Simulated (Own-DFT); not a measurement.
# Response to strain: wurtzite AlGaN with randomly placed atoms, 72 atoms (Al27Ga9N36)

All numbers below are calculated, not measured. They come from Own-DFT, an in-house plane-wave density functional program, since retired, whose code no person has reviewed. Each row is one single-point run on a periodic cell that was not relaxed, without spin or spin-orbit coupling.

Settings of every run: PBE; PseudoDojo norm-conserving scalar-relativistic files; cutoff 42 hartree; 4 x 4 x 3 k mesh centred on Gamma; Fermi-Dirac smearing of 0.1 eV.

Known limits: forces on such cells passed a denser k mesh, each cell not checked; stress not checked against mesh or cutoff.

Unstrained cell vectors in Å: (9.394, 0.000, 0.000); (-4.697, 8.135, 0.000); (0.000, 0.000, 10.066). The unstrained cell has measured lattice constants (interpolated for alloys), not those of this functional. That, the random moves and any unrelaxed bonds set the pressure at no strain. Each run strains this cell uniformly, with the atoms carried along. Every atom was also moved at random, by a Gaussian of width 0.05 Å on each axis. The random placing of the alloy's atoms differs from row to row. Strain is the symmetric tensor, in per cent. Stress is positive in tension, and the pressure is minus a third of its trace.

| run | e_xx (%) | e_yy (%) | e_zz (%) | s_xx (GPa) | s_yy (GPa) | s_zz (GPa) | P (GPa) | E (meV/atom) |
|---|---|---|---|---|---|---|---|---|
| 1 | -2.50 | -2.50 | 0.00 | -24.72 | -20.79 | -10.59 | 18.70 | 54.4 |
| 2 | -3.00 | -3.00 | 0.00 | -23.21 | -29.70 | -13.60 | 22.17 | 98.8 |
| 3 | 1.75 | 1.75 | 0.00 | 1.35 | 3.65 | -4.73 | -0.09 | 10.9 |
| 4 | -1.25 | -1.25 | 0.00 | -15.95 | -14.71 | -7.21 | 12.62 | 44.5 |
| 5 | 0.75 | 0.75 | 0.00 | -3.15 | -2.41 | -3.81 | 3.12 | 0.0 |
| 6 | 0.50 | 0.50 | 0.00 | -5.61 | -3.24 | -4.84 | 4.57 | 13.1 |
| 7 | 2.25 | 2.25 | 0.00 | 5.26 | 5.22 | -6.14 | -1.44 | 30.7 |
| 8 | -1.50 | -1.50 | 0.00 | -15.18 | -14.67 | -10.46 | 13.44 | 40.9 |
| 9 | -2.25 | -2.25 | 0.00 | ? | ? | ? | ? | ? |

E is the free energy for each atom above the lowest run shown.

## Worked fit

The change of volume is close to e_xx + e_yy + e_zz. A straight line through the runs shown gives P = 7.53 - 225 x (fractional change of volume) GPa, with an error of 10 on the slope and a scatter of 1.00 GPa. The strain isn't the same on all axes and the cell isn't cubic, so the slope belongs to this path and is not the bulk modulus.

## Withheld run

Question: what pressure should run 9 give? Its volume changes by -4.45 %.

The line gives 17.5 GPa. The calculation gave 17.79 GPa.
